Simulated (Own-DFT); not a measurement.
Simulation results for Hf₁₆O₃₁ (monoclinic hafnia with two neutral oxygen vacancies, atoms displaced)

Computed with Own-DFT development build. A calculation, not a measurement: plane-wave PBE and HSE06 DFT by an unreviewed code, no spin, of a simulated cell at Gamma alone, so results move with cell size and shape, stress positive in tension, energies less offsets, not probed for a lower state with spin; hafnium file: forces about 75 meV/angstrom off all-electron values; oxygen file: force components 24 meV/angstrom off all-electron in a glass; k mesh not checked against a denser one; forces and stress are PBE's, HSE06 gives the energy alone, and its difference from PBE has offsets of its own; offsets are fitted by least squares, one for each functional and potential file, so energies compare only between cells with the same atoms and settings and are not formation energies; the far tail of each file's local potential was reset to the Coulomb form; each entry is a single point on an unrelaxed cell, so the pressure reflects the starting lattice, mostly measured values, from which strain is counted, and rises with the displacements; printed positions are rounded, which can move forces by about a meV/angstrom; the program is a retired in-house code; no spin-orbit coupling.

Hf₁₆O₃₁ (monoclinic hafnia with two neutral oxygen vacancies, atoms displaced)

```
Hf16O31
1.0
     10.2340     0.0000     0.0000
      0.0000    10.3500     0.0000
     -1.6955     0.0000    10.4453
Hf O Hf O Hf O Hf O Hf O Hf O Hf O Hf O
4 7 4 7 4 8 4 8 4 8 4 8 4 8 4 8
Direct
  0.14937 0.02276 0.10884
  0.36174 0.25761 0.14020
  0.37433 0.49133 0.40643
  0.14039 0.23016 0.35114
  0.04889 0.16317 0.18357
  0.46068 0.43170 0.06477
  0.45437 0.33827 0.31652
  0.03157 0.08636 0.42281
  0.22779 0.38456 0.25271
  0.25657 0.12312 0.25156
  0.23301 0.36440 0.48095
  0.14255 0.01610 0.60785
  0.35528 0.27190 0.64862
  0.36186 0.48062 0.89114
  0.13541 0.23815 0.85012
  0.04699 0.17176 0.66414
  0.46238 0.41703 0.58465
  0.46910 0.34245 0.83260
  0.03682 0.08479 0.94055
  0.22529 0.37687 0.74767
  0.27402 0.13028 0.50489
  0.27684 0.12330 0.76117
  0.12149 0.51832 0.09890
  0.36871 0.75528 0.15946
  0.37314 0.97718 0.39311
  0.14089 0.72401 0.35203
  0.03818 0.67179 0.17821
  0.45549 0.92163 0.07386
  0.46609 0.85781 0.31955
  0.03729 0.58967 0.43242
  0.22718 0.87760 0.24682
  0.27584 0.62221 0.01581
  0.26784 0.60835 0.26449
  0.21731 0.88775 0.48968
  0.14608 0.52425 0.60285
  0.35640 0.76339 0.64425
  0.35738 0.98291 0.89196
  0.13609 0.73387 0.85967
  0.03564 0.67387 0.65251
  0.45340 0.92213 0.56856
  0.47217 0.83614 0.82447
  0.04662 0.58091 0.93169
  0.22102 0.88337 0.73608
  0.27821 0.62876 0.51836
  0.27574 0.62563 0.75933
  0.21455 0.87374 0.98847
  0.62830 0.02798 0.09928
  0.85429 0.26523 0.15479
  0.84845 0.48428 0.39918
  0.64495 0.23722 0.33290
  0.52917 0.17484 0.17204
  0.95853 0.41786 0.07386
  0.96524 0.33364 0.32825
  0.53318 0.08478 0.42949
  0.72581 0.36489 0.23982
  0.77524 0.13252 0.01854
  0.77903 0.12106 0.25949
  0.72671 0.37953 0.49636
  0.62726 0.00378 0.61572
  0.85447 0.27064 0.65181
  0.87764 0.48318 0.90244
  0.63507 0.23243 0.84752
  0.53414 0.16831 0.67913
  0.95815 0.41304 0.56913
  0.95817 0.34620 0.82176
  0.54464 0.08545 0.91925
  0.71069 0.37004 0.73851
  0.77889 0.13298 0.49454
  0.77964 0.12299 0.74625
  0.72467 0.38066 0.98591
  0.64658 0.52962 0.10723
  0.85603 0.76425 0.15920
  0.85726 0.99223 0.39747
  0.63370 0.73399 0.35862
  0.52951 0.65513 0.17302
  0.96656 0.92268 0.07762
  0.98611 0.83966 0.32380
  0.51668 0.58628 0.41668
  0.72911 0.86929 0.24731
  0.77350 0.62189 0.01375
  0.76443 0.61471 0.25539
  0.71326 0.86480 0.48230
  0.63406 0.51743 0.59059
  0.86119 0.75736 0.64245
  0.86827 0.98180 0.88595
  0.62664 0.72419 0.85504
  0.52985 0.66848 0.67647
  0.96920 0.90079 0.57052
  0.95055 0.83533 0.82851
  0.53028 0.58818 0.92524
  0.73107 0.88266 0.74565
  0.76999 0.63003 0.51401
  0.76438 0.62426 0.76839
  0.72753 0.87100 0.98044
```

```
first functional                 : PBE
second functional                : HSE06
exact exchange share             : 0.25
screening                        : 0.11 1/bohr
exchange divergence              : Gygi-Baldereschi
potential files                  : PseudoDojo norm-conserving, scalar-relativistic, made for PBE, standard set
wave cutoff                      : 48 hartree
occupations                      : fixed
k mesh                           : 1 x 1 x 1 centred on Gamma
PBE energy of cell above offsets : -77.369 eV
HSE06 less PBE above offsets     : 1.128 eV
PBE pressure                     : 8.73 GPa
PBE stress xx                    : -10.02 GPa
PBE stress yy                    : -7.73 GPa
PBE stress zz                    : -8.45 GPa
PBE stress yz                    : -1.25 GPa
PBE stress xz                    : -0.35 GPa
PBE stress xy                    : 0.15 GPa
```

Force:
```
element  x (eV/Å)  y (eV/Å)  z (eV/Å)
     Hf     -2.57     -1.65    -0.584
     Hf    -3.115     4.493     0.379
     Hf    -8.425    -7.763    -3.388
     Hf    -0.298      0.33     1.424
      O    -3.956     1.371    -2.147
      O    -0.332    -2.195     1.864
      O     2.566    -0.396     0.931
      O    -0.788    -0.416      0.21
      O    -0.681    -0.624    -2.896
      O     5.042     -0.39     0.755
      O    -0.732     1.893     3.071
     Hf    -0.935     1.214    -3.008
     Hf     0.576    -1.294    -1.465
     Hf    -0.128    -0.283     2.095
     Hf    -0.497    -1.871      0.81
      O    -1.927     0.983     1.276
      O     1.082     0.881    -0.177
      O     0.115    -1.189    -1.068
      O     1.232     2.228    -2.705
      O    -0.434     0.981    -0.959
      O     0.279      0.24     1.358
      O     0.238     0.039     0.931
     Hf     4.094    -0.809      5.08
     Hf    -2.965     1.618    -2.574
     Hf    -5.718     4.938     1.225
     Hf    -0.782     2.464     0.814
      O    -0.727      -1.3    -1.277
      O     0.462    -0.431     0.444
      O     4.653    -5.778    -1.511
      O    -1.192    -0.965    -0.856
      O      0.91    -0.885    -0.828
      O    -0.179      1.08    -0.336
      O     1.428     2.183    -0.323
      O     1.146    -2.781    -0.298
     Hf    -2.314    -1.798    -0.815
     Hf     0.197     2.684     0.865
     Hf     0.489    -0.606     0.397
     Hf     0.363     1.107    -0.217
      O     0.262     -0.74     2.488
      O     0.332    -2.016     2.241
      O    -2.379     1.587    -0.414
      O     -0.92     1.424    -2.923
      O     0.516    -1.569     1.914
      O      0.44     0.087    -0.983
      O    -0.829     0.258     0.189
      O     0.896    -0.678    -0.968
     Hf     1.578    -2.201    -1.299
     Hf     4.578    -0.343    -2.357
     Hf     5.043    -2.063       0.8
     Hf    -4.273    -1.953     5.697
      O     2.397    -1.978    -0.656
      O     0.017    -0.928     1.023
      O     -1.61     1.315    -0.151
      O     1.494     1.026    -0.715
      O    -0.489     3.594    -0.531
      O    -0.353     0.012      -0.8
      O    -1.083     -0.32    -1.405
      O    -1.334    -0.569    -1.619
     Hf      0.79     2.698    -1.772
     Hf     1.316    -0.126    -2.264
     Hf    -5.003     0.417    -1.275
     Hf     0.793     1.342     1.453
      O    -0.457    -1.002    -0.886
      O     0.916     0.924     0.804
      O     1.726    -1.836    -0.382
      O    -2.084    -1.264     0.659
      O     1.045     1.635    -1.397
      O    -0.709     0.664     1.206
      O    -0.308    -0.533     1.368
      O    -0.068    -0.766     0.682
     Hf    -2.158     -3.98    -3.758
     Hf     3.534     3.418     -2.44
     Hf     3.118    -2.049     1.149
     Hf     0.426      1.08     -1.22
      O     0.029     1.604     1.612
      O    -0.997    -1.304     0.266
      O    -2.831     0.185    -0.278
      O     7.639     4.928     1.087
      O     -1.13     0.776    -0.345
      O     0.864     1.487     0.631
      O     0.606     0.617     2.357
      O     0.043     0.831     1.744
     Hf    -1.112    -0.783     4.952
     Hf     0.449     3.249     1.253
     Hf    -1.512     0.659      3.91
     Hf      2.43     0.989     0.936
      O     0.332    -0.749    -1.916
      O    -1.353     0.779     0.384
      O     3.746    -3.281    -0.806
      O     0.189     0.424     0.287
      O    -1.219    -0.472    -2.103
      O    -0.444    -0.716    -1.964
      O     1.687    -1.093    -1.413
      O    -0.752     0.003     1.449
```
